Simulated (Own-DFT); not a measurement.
# What random displacements cost in zincblende InP, 64 atoms (In32P32)

Calculated results; nothing here was measured. They come from Own-DFT, an in-house plane-wave density functional program, since retired, whose code no person has reviewed. Each row is one single-point run on a periodic cell that was not relaxed, without spin or spin-orbit coupling.

Settings of every run: PBE; PseudoDojo norm-conserving scalar-relativistic files; cutoff 36 hartree; 3 x 3 x 3 k mesh centred on Gamma; Fermi-Dirac smearing of 0.1 eV.

Known limits: forces on such cells moved up to 12 meV/angstrom on a denser k mesh; stress not checked against mesh or cutoff.

Cell vectors in Å: (11.737, 0.000, 0.000); (0.000, 11.737, 0.000); (0.000, 0.000, 11.737). In each run every atom was moved at random and independently from its ideal site; u is the rms move along one axis. E is the free energy for each atom above the fitted value at u = 0, and F the rms of the force components.

| run | u (Å) | E (meV/atom) | F (eV/Å) | largest force (eV/Å) | P (GPa) |
|---|---|---|---|---|---|
| 1 | 0.0176 | 4.6 | 0.209 | 0.68 | 3.19 |
| 2 | 0.0210 | 7.1 | 0.265 | 0.83 | 3.22 |
| 3 | 0.0504 | ? | ? | ? | ? |
| 4 | 0.0505 | 40.5 | 0.658 | 2.10 | 3.65 |
| 5 | 0.0531 | 42.1 | 0.650 | 2.39 | 3.64 |
| 6 | 0.0928 | 121.5 | 1.139 | 4.94 | 4.55 |
| 7 | 0.0980 | 161.4 | 1.427 | 4.90 | 5.26 |
| 8 | 0.1025 | 162.6 | 1.496 | 9.36 | 5.25 |
| 9 | 0.1466 | 349.0 | 2.352 | 12.20 | 7.48 |
| 10 | 0.1970 | 621.6 | 3.334 | 14.13 | 10.92 |

## Worked fit

For small independent moves the energy grows as E = (3/2) K u², with K the mean stiffness felt by one atom. The runs with u up to 0.11 Å give K = 10.3 ± 0.3 eV/Å², with residuals divided by u² + 0.0006 Å², since the noise grows with the moves. The scatter is 2.6 meV/atom at u = 0.05 Å. The forces follow F = G u with G = 13.1 eV/Å²; no force at u = 0 is resolved. G exceeds K because the moves of its neighbours add to the force on an atom, and stiffness differs between atoms. At u = 0.197 Å the parabola gives 600 meV/atom and the run 622. The pressure follows P = 3.11 + 200 u² GPa: at fixed volume, shortened bonds push harder than stretched ones pull.

## Withheld run

Question: what energy and rms force should run 3 give?

The fit gives 39 ± 3 meV/atom and about 0.66 eV/Å. The calculation gave 34.7 meV/atom and 0.562 eV/Å.
